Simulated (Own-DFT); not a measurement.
# Response to strain: C40 NbSi2, 36 atoms (Nb12Si24)

Calculated results; nothing here was measured. The program, named Own-DFT, is a retired in-house plane-wave density functional code that no person has reviewed. Each row is one single-point run on a periodic cell that was not relaxed, without spin or spin-orbit coupling.

Settings of every run: PBE; PseudoDojo norm-conserving scalar-relativistic files; cutoff 42 hartree; 4 x 4 x 5 k mesh centred on Gamma; cold (Marzari-Vanderbilt) smearing of 0.2 eV.

Known limits: forces on such cells failed a check on a denser k mesh; stress not checked against mesh or cutoff.

Unstrained cell vectors in Å: (0.000, 8.324, 0.000); (-9.613, 0.000, 0.000); (0.000, 0.000, 6.586). The unstrained cell was taken from the Materials Project. The random moves and any unrelaxed bonds add to the pressure at no strain. Each run strains this cell uniformly, with the atoms carried along. Every atom was also moved at random, by a Gaussian of width 0.05 Å on each axis. Strain is the symmetric tensor, in per cent. Stress is positive in tension, and the pressure is minus a third of its trace.

```
run  e_xx (%)  e_yy (%)  e_zz (%)  e_yz (%)  e_xz (%)  e_xy (%)  s_xx (GPa)  s_yy (GPa)  s_zz (GPa)  s_yz (GPa)  s_xz (GPa)  s_xy (GPa)  P (GPa)  E (meV/atom)
  1     -0.33     -0.27      0.11      0.60     -0.34      0.74       -3.89       -4.05       -3.49        2.04       -0.86        2.29     3.81           5.6
  2      1.91     -0.10     -0.01      0.56      0.12      0.27        3.78       -1.34       -2.50        1.65        0.05        0.52     0.02           4.2
  3      0.84     -0.85     -1.70     -1.57      0.81     -0.98       -1.13       -6.28      -12.39       -4.64        3.32       -2.61     6.60          17.7
  4      0.90     -0.10      0.23      0.05      1.92     -0.05        0.72       -1.84       -2.24       -0.06        5.47       -0.15     1.12           7.7
  5      0.40     -0.09     -0.32      1.57      1.76      0.02       -0.82       -2.54       -5.23        5.50        4.97       -0.31     2.86           3.9
  6      0.92     -1.92      0.91      0.07      0.16      1.85        0.16       -8.41       -0.61       -0.20        0.32        5.11     2.95          12.5
  7     -0.86      0.00      1.28      0.35     -1.79     -1.56       -4.98       -2.35        1.08        0.53       -5.24       -4.57     2.09          15.8
  8     -1.94     -1.92      1.70     -1.56     -0.15      0.20      -10.38      -10.32        0.65       -5.75       -0.22        0.30     6.69          25.3
  9      0.37      0.81     -0.78     -0.79      1.02     -1.84       -1.29       -0.45       -7.11       -2.18        3.22       -5.30     2.95          18.7
 10      1.42     -1.91      0.12      0.24      0.90      0.00        1.17       -8.80       -3.24        1.13        2.78       -0.25     3.63           8.7
 11      1.09      1.82      1.65      0.37      1.57     -1.11        4.12        5.73        5.24        1.08        4.23       -2.46    -5.03           0.0
 12      0.10     -0.71     -1.36     -0.23      1.60      1.85       -3.86       -6.38      -11.28       -1.33        5.33        5.42     7.18          22.0
 13     -0.28     -1.81     -0.96     -1.05     -0.97     -1.50       -6.73      -10.54      -10.43       -3.45       -3.58       -4.97     9.24          29.8
 14     -1.74     -0.03     -1.44      1.74     -1.25     -1.97      -11.59       -5.74      -12.82        5.14       -4.19       -7.20    10.05          45.6
 15      0.99      0.21     -0.72     -1.51      1.21     -1.57        0.60       -1.38       -6.40       -5.13        3.48       -4.39     2.39           8.8
 16      0.88     -0.42      1.39      0.57     -0.43     -1.92           ?           ?           ?           ?           ?           ?        ?             ?
```

E is the free energy for each atom above the lowest run shown.

## Worked fit

Each stress component was fitted by least squares to a constant and the strains of the runs shown, as fractions, with shears doubled. Shear strains stay in the fit of a normal stress only where such slopes are resolved. The slopes, in GPa:

```
stress,at no strain,per e_xx,per e_yy,per e_zz,scatter
s_xx,-2.8,391 ± 12,78 ± 12,86 ± 12,0.49
s_yy,-2.8,91 ± 7,367 ± 7,74 ± 7,0.30
s_zz,-4.2,94 ± 9,63 ± 9,474 ± 8,0.35
```

Each shear stress against twice its own strain: yz 167 ± 6, xz 148 ± 7, xy 153 ± 4 GPa. These are stiffnesses along x, y and z of the frame in which the cell vectors are given, which need not be the crystal's axes. The atoms are held to the strained lattice; where symmetry lets them move under strain, relaxing them would lower some slopes. The table should be nearly symmetric about its diagonal, and what it lacks of that shows the noise. A ninth of its sum, 191 ± 6 GPa, estimates the bulk modulus near the mean pressure of these runs, 3.8 GPa, so it lies above the value at zero pressure.

## Withheld run

Question: what normal stresses and pressure should run 16 give?

The fit gives s_xx = 1.5, s_yy = -2.5, s_zz = 2.9 and P = -0.6 GPa. The calculation gave 0.88, -1.88, 2.72 and P = -0.57 GPa.
